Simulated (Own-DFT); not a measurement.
## Calculated data, Hf₁₆O₃₁ (monoclinic hafnia with two neutral oxygen vacancies, strained, atoms displaced)

All values are calculated (Own-DFT development build). A calculation, not a measurement: plane-wave PBE and HSE06 DFT by an unreviewed code, no spin, of a simulated cell at Gamma alone, so results move with cell size and shape, stress positive in tension, energies less offsets, not probed for a lower state with spin; hafnium file: forces about 75 meV/angstrom off all-electron values; oxygen file: force components 24 meV/angstrom off all-electron in a glass; k mesh not checked against a denser one; forces and stress are PBE's, HSE06 gives the energy alone, and its difference from PBE has offsets of its own; offsets are fitted by least squares, one for each functional and potential file, so energies compare only between cells with the same atoms and settings and are not formation energies; the far tail of each file's local potential was reset to the Coulomb form; each entry is a single point on an unrelaxed cell, so the pressure reflects the starting lattice, mostly measured values, from which strain is counted, and rises with the displacements; printed positions are rounded, which can move forces by about a meV/angstrom; the program is a retired in-house code; no spin-orbit coupling.

```xyz
94
Lattice="10.0767 -0.0399 0.1469 -0.0403 10.2568 -0.0981 -1.5195 -0.0924 10.2915" Properties=species:S:1:pos:R:3:force_x:R:1:force_y:R:1:force_z:R:1 formula=Hf16O31 first_functional=PBE second_functional=HSE06 exact_exchange_share=0.25 screening=0.11 exchange_divergence=Gygi-Baldereschi potential_files=PseudoDojo_norm-conserving,scalar-relativistic,made_for_PBE,standard_set wave_cutoff=48 occupations=fixed k_mesh=1_x_1_x_1_centred_on_Gamma PBE_energy_of_cell_above_offsets=-69.370 HSE06_less_PBE_above_offsets=0.268 PBE_pressure=22.15 PBE_stress_xx=-22.31 PBE_stress_yy=-22.17 PBE_stress_zz=-21.96 PBE_stress_yz=-3.51 PBE_stress_xz=3.21 PBE_stress_xy=1.83
Hf     1.2836     0.1741     1.0843      0.867     -1.642       0.53
Hf     3.3565     2.9154     1.5377       2.16     -4.413     -0.276
Hf     3.0450     4.9178     4.1198      -0.65     -1.181     -0.995
Hf     0.7703     2.2461     3.6447      2.653      0.159      2.383
O      0.2060     1.6018     1.8730     -3.337      1.121     -1.836
O      4.4223     4.2457     0.7292      4.482      1.838      0.816
O      4.2410     3.4567     3.3202      0.278      0.256       1.18
O     -0.3898     0.6733     4.3088      4.501      2.282       0.62
O      1.9017     3.6426     2.4417      -3.38      3.978      1.877
O      2.6300     1.3918     0.2135      1.058      0.376     -1.415
O      2.3436     1.2825     2.7798       1.33     -2.302      0.223
O      1.4382     3.6937     4.9999      1.012      1.373      0.608
Hf     0.4784     0.1831     6.2517      0.832     -3.087      0.418
Hf     2.6646     2.7931     6.6378     -1.422     -1.425      0.237
Hf     2.3425     4.7230     9.2252     -2.435      4.242      0.851
Hf    -0.0103     2.2775     8.6802       2.52     -0.611      2.387
O     -0.6105     1.6684     6.8685     -2.441      1.348     -0.143
O      3.8486     4.2026     5.9564      -0.11       0.17     -0.087
O      3.3987     3.3486     8.5650      2.696     -2.542     -1.867
O     -1.0790     0.7180     9.4803      3.395      3.552     -0.477
O      1.1475     3.9094     7.6360     -0.686     -1.224     -0.082
O      1.8802     1.3560     5.4037      0.476      -1.05     -1.928
O      1.5950     1.1423     7.8163     -0.129       1.97      0.987
O      2.3356     3.9626     0.0826     -2.259     -1.628     -3.605
Hf     1.1960     5.3319     1.1248      3.761     -2.568      -1.96
Hf     3.4122     7.7966     1.4380      0.547      1.368      0.144
Hf     2.9625     9.9905     3.9972       1.19     -1.318      0.861
Hf     0.7756     7.3598     3.5558      3.491      2.576      2.182
O      0.2294     6.7340     1.8062      -4.28      2.451     -1.655
O      4.4115     9.4182     0.7226      1.028      0.611       1.15
O      4.0821     8.5603     3.3372      1.096     -1.176     -0.455
O     -0.2080     5.9513     4.3207     -3.048     -2.896      0.884
O      1.8523     8.8251     2.3563     -0.784      1.589     -0.659
O      2.8577     6.5025    -0.0173     -0.584     -0.548      1.778
O      1.5478     8.6518     4.9164     -0.347      1.365      1.592
Hf     0.2693     5.3831     6.2841      7.026     -7.115     -2.756
Hf     2.6059     7.7359     6.6914      2.339      1.641     -1.033
Hf     2.1948     9.9466     9.1455      2.591      1.551      0.442
Hf     0.0553     7.3984     8.6674     -0.937      4.243      4.652
O     -0.6180     6.7354     6.8660     -5.747      5.616       0.62
O      3.7226     9.3818     5.9279     -0.689     -0.192      0.474
O      3.3536     8.3903     8.5635     -0.707     -0.208      0.037
O     -0.9773     6.0037     9.5059      -2.99     -2.082      0.368
O      1.1536     9.0984     7.6711     -1.207     -1.964     -3.262
O      1.3273     6.3104     7.8928      5.307      -2.23     -2.818
O      0.7730     8.8070    10.0061     -1.656      0.362      1.865
Hf     6.1586     0.2812     1.2378      2.294     -5.188     -4.487
Hf     8.5127     2.7841     1.7081      0.225     -2.484     -3.712
Hf     8.0680     4.8596     4.1110      0.833      1.008     -0.157
Hf     6.0169     2.2212     3.6786     -3.839      1.706      1.423
O      5.3502     1.7422     1.9465     -3.349      2.578     -1.401
O      9.5481     4.2827     0.8898     -0.739     -0.556      0.195
O      9.2140     3.3044     3.4761       0.05      0.745       1.22
O      4.7611     0.7747     4.3974      0.869      1.136      -0.55
O      7.0562     3.8242     2.5951     -0.787      1.015     -0.974
O      7.8828     1.2687     0.2293     -0.214       1.83      0.993
O      7.4430     1.0083     2.9093     -0.489      5.201     -5.881
O      6.5805     3.7724     4.9392     -0.786     -0.622       2.36
Hf     5.5010     0.2684     6.3175      1.595     -8.671      -1.66
Hf     7.6700     2.7222     6.6116     -0.751     -3.691      1.857
Hf     7.3519     4.7655     9.2489     -1.175       4.57      1.943
Hf     5.3035     2.3826     8.7247      -4.61     -4.262      3.777
O      4.4136     1.5664     6.8368     -4.137      6.092      2.107
O      8.7719     4.0345     6.0798      2.313      3.813     -2.142
O      8.4782     3.4614     8.5915      0.766     -2.352     -1.335
O      4.0770     0.7479     9.4515     -0.056      0.902      0.547
O      6.1220     3.8792     7.6292      1.817     -2.762      1.715
O      7.1469     1.3576     5.2250     -0.709      0.258      2.118
O      6.5881     1.1943     7.8162      2.752      0.772      0.471
O      5.6153     3.6762    10.2770      2.051      0.079     -0.819
Hf     6.3521     5.4235     1.0096      -4.39     -4.108       2.65
Hf     8.4645     7.7999     1.6361     -0.465      3.401     -1.399
Hf     7.9995    10.1748     4.0914     -1.089     -10.76      3.026
Hf     5.9406     7.2286     3.6524     -5.284      9.841      3.606
O      5.1220     6.7581     1.7850     -1.216      0.317     -0.828
O      9.5719     9.3921     0.7380      0.579     -2.324      3.479
O      9.1696     8.3550     3.4299     -1.298      0.957     -0.199
O      4.7724     5.9308     4.2204     -2.838     -2.969      2.019
O      6.8042     8.9893     2.4273      1.102      -0.86     -0.014
O      7.6713     6.4122     0.1655      4.893      1.487     -0.141
O      7.1973     6.3922     2.7243      8.046     -4.671     -3.251
O      6.4825     8.7513     5.0974      1.107      0.538     -0.412
Hf     5.5969     5.0467     6.2769     -2.526      7.575     -2.583
Hf     7.7746     7.7582     6.6539     -4.666      2.736       0.34
Hf     7.3972     9.9273     9.3346     -5.998     -1.066     -3.081
Hf     5.0633     7.4003     8.9517      2.038      4.104     -4.606
O      4.4250     6.8526     6.9364     -0.681     -1.894      -0.91
O      8.8495     9.2237     6.0253      0.833      1.089     -0.342
O      8.4674     8.5575     8.4953      1.107     -2.271     -0.936
O      4.1042     5.9229     9.5341      -3.79     -3.462     -0.116
O      6.1072     8.9346     7.6878      0.858      0.433     -0.901
O      6.9978     6.2630     5.2221      1.643     -0.458      1.163
O      6.6267     6.2503     7.8354      1.311     -1.043      0.889
O      5.7912     8.8158    10.1590     -0.007     -0.346      2.076
```

Units: screening in 1/bohr; wave_cutoff in hartree; PBE_energy_of_cell_above_offsets, HSE06_less_PBE_above_offsets in eV; PBE_pressure, PBE_stress_xx, PBE_stress_yy, PBE_stress_zz, PBE_stress_yz, PBE_stress_xz, PBE_stress_xy in GPa; force_x, force_y, force_z in eV/Å.
